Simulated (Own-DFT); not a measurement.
# Strain and stress in wurtzite AlN, 72 atoms (Al36N36)

These are calculations, not measurements. They come from Own-DFT, an in-house plane-wave density functional program, since retired, whose code no person has reviewed. Each row is one single-point run on a periodic cell that was not relaxed, without spin or spin-orbit coupling.

Settings of every run: PBE; PseudoDojo norm-conserving scalar-relativistic files; cutoff 42 hartree; 4 x 4 x 3 k mesh centred on Gamma; Gaussian smearing of 0.01 eV.

Known limits: k mesh not checked against a denser one; stress not checked against mesh or cutoff.

Unstrained cell vectors in Å: (9.336, 0.000, 0.000); (-4.668, 8.085, 0.000); (0.000, 0.000, 9.964). The unstrained cell has measured lattice constants (interpolated for alloys), not those of this functional. That, the random moves and any unrelaxed bonds set the pressure at no strain. Each run strains this cell uniformly, with the atoms carried along. Every atom was also moved at random, by a Gaussian of width 0.05 Å on each axis. Strain is the symmetric tensor, in per cent. Stress is positive in tension, and the pressure is minus a third of its trace.

| run | e_xx (%) | e_yy (%) | e_zz (%) | s_xx (GPa) | s_yy (GPa) | s_zz (GPa) | P (GPa) | E (meV/atom) |
|---|---|---|---|---|---|---|---|---|
| 1 | -1.25 | -1.25 | 0.00 | -11.82 | -12.45 | -9.43 | 11.23 | 17.5 |
| 2 | -0.50 | -0.50 | 0.00 | -8.78 | -8.81 | -6.57 | 8.05 | 17.1 |
| 3 | 2.75 | 2.75 | 0.00 | 7.42 | 9.24 | -2.56 | -4.70 | 8.5 |
| 4 | 2.25 | 2.25 | 0.00 | 6.50 | 4.89 | -1.28 | -3.37 | 3.5 |
| 5 | -1.75 | -1.75 | 0.00 | -16.71 | -18.88 | -7.27 | 14.28 | 55.0 |
| 6 | -0.25 | -0.25 | 0.00 | -7.82 | -6.96 | -6.02 | 6.93 | 10.9 |
| 7 | 3.00 | 3.00 | 0.00 | 8.89 | 10.31 | -2.43 | -5.59 | 12.9 |
| 8 | 1.50 | 1.50 | 0.00 | 4.86 | 2.16 | -5.97 | -0.35 | 0.0 |
| 9 | -1.50 | -1.50 | 0.00 | ? | ? | ? | ? | ? |

E is the free energy for each atom above the lowest run shown.

## Worked fit

The change of volume is close to e_xx + e_yy + e_zz. A straight line through the runs shown gives P = 6.32 - 204 x (fractional change of volume) GPa, with an error of 6 on the slope and a scatter of 0.56 GPa. The strain isn't the same on all axes and the cell isn't cubic, so the slope belongs to this path and is not the bulk modulus.

## Withheld run

Question: what pressure should run 9 give? Its volume changes by -2.98 %.

The line gives 12.4 GPa. The calculation gave 12.67 GPa.
